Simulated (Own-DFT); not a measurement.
# How much smaller does PBEsol make it? D0_22 TiAl3, 40 atoms (Al30Ti10)

The numbers are computed, not measured, by runs of the plane-wave DFT program Own-DFT (in-house, retired, unreviewed) at fixed positions, with no spin and no spin-orbit coupling.

Caveats: forces on such cells failed a check on a denser k mesh; stress not checked against mesh or cutoff.

Each geometry was run with PBE and with PBEsol, otherwise alike: PseudoDojo norm-conserving scalar-relativistic files made for PBE; cutoff 42 hartree; 4 x 4 x 4 k mesh centred on Gamma; cold (Marzari-Vanderbilt) smearing of 0.2 eV. Unstrained cell vectors in Å: (-2.365, -6.981, 4.326); (-7.667, 3.491, 1.442); (-2.950, -3.488, -7.241). Each has a uniform strain, of which the change of volume is shown, and random moves of rms u per axis.

```
run,volume change (%),u (Å),P with PBE (GPa),P with PBEsol (GPa)
1,-0.17,0.0509,3.32,1.41
2,-0.63,0.0518,3.39,1.47
3,0.22,0.0518,2.66,0.76
4,0.66,0.0509,2.22,0.33
5,3.74,0.0521,-1.27,-3.09
6,-1.76,0.0477,4.95,3.00
7,-0.78,0.0524,3.82,1.89
8,-2.86,0.0513,6.28,4.31
9,3.00,0.0551,-0.30,-2.14
10,-2.09,0.0489,5.31,?
```

Asked: by how much does PBEsol shrink this cell, and what belongs in the blank?

## Solution

Write v for the change of volume as a fraction. Fitted to v and u², the PBE pressure has a slope of -113 ± 3 GPa in v, with the ions held to the strained lattice. The difference PBEsol less PBE is -1.91 + 2.3 v GPa (slope ± 0.05) and averages -1.90 GPa. Divided by the mean slope of the two, 111 GPa, that makes PBEsol's volume at a given pressure, near 2 GPa, about 1.7 % smaller, or 0.57 % in lengths. At one volume PBEsol's slope is the smaller by 2 GPa, but its pressure there is lower too. If stiffness rises by about 4 GPa for each GPa, PBEsol at equal pressure is stiffer by about 5 GPa. Files made for PBEsol would give a different shift.

For run 10 the line gives 3.36 GPa. Computed: 3.36 GPa.
